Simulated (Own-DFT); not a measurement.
# One host, several defects: D0_22 TiAl3

The numbers are computed, not measured, by runs of the plane-wave DFT program Own-DFT (in-house, retired, unreviewed) at fixed positions, with no spin and no spin-orbit coupling.

All runs used: PBE; PseudoDojo norm-conserving scalar-relativistic files; cutoff 42 hartree; 4 x 4 x 4 k mesh centred on Gamma; cold (Marzari-Vanderbilt) smearing of 0.2 eV.

Keep in mind: forces on such cells failed a check on a denser k mesh; stress not checked against mesh or cutoff.

All runs share one cell, with vectors in Å (-2.365, -6.981, 4.326); (-7.667, 3.491, 1.442); (-2.950, -3.488, -7.241) and a volume of 625.4 Å³. u is the rms random offset of the atoms per axis. The defect's site can differ from row to row.

| cell | formula | u (Å) | P (GPa) |
|---|---|---|---|
| no defect | Al30Ti10 | 0.0184 | 1.95 |
| no defect | Al30Ti10 | 0.0200 | 1.98 |
| no defect | Al30Ti10 | 0.0523 | 2.75 |
| two Al on a Ti site each | Al32Ti8 | 0.0305 | 2.96 |
| two Al on a Ti site each | Al32Ti8 | 0.0314 | 2.89 |
| two Al on a Ti site each | Al32Ti8 | 0.0519 | 3.53 |
| one Ti vacancy | Al30Ti9 | 0.0301 | 1.77 |
| one Ti vacancy | Al30Ti9 | 0.0343 | 1.91 |
| one Ti vacancy | Al30Ti9 | 0.0513 | 2.15 |
| two Al vacancies | Al28Ti10 | 0.0298 | 1.16 |
| two Al vacancies | Al28Ti10 | 0.0310 | ? |
| two Al vacancies | Al28Ti10 | 0.0509 | 1.61 |
| two Al vacancies | Al28Ti10 | 0.0541 | 1.67 |
| two Ti on an Al site each | Al28Ti12 | 0.0291 | 3.22 |
| two Ti on an Al site each | Al28Ti12 | 0.0291 | 3.33 |
| two Ti on an Al site each | Al28Ti12 | 0.0494 | 3.69 |

## Fit

P = P0 + c u² + a shift for each defect gives P0 = 1.89 GPa, c = 289 ± 21 GPa/Å² and a scatter of 0.07 GPa. The shifts, and each times the cell's volume:

- two Ti on an Al site each: 1.12 ± 0.06 GPa, 4.4 eV (2.2 eV for each of its 2 sites)
- two Al on a Ti site each: 0.79 ± 0.06 GPa, 3.1 eV (1.5 eV for each of its 2 sites)
- one Ti vacancy: -0.40 ± 0.06 GPa, -1.6 eV
- two Al vacancies: -1.03 ± 0.06 GPa, -4.0 eV (-2.0 eV for each of its 2 sites)

Positive is outwards. The product with the volume (160.2 GPa Å³ to the eV) is nearly free of the cell's size; divided by the bulk modulus at the cell's pressure it gives the volume that the defect adds. The atoms around the defects weren't relaxed, which would change these numbers.

## Test on the hidden row

The question: what pressure belongs in the blank (two Al vacancies, u = 0.0310 Å)?

The fitted form gives 1.14 ± 0.09 GPa. Computed: 1.20 GPa.
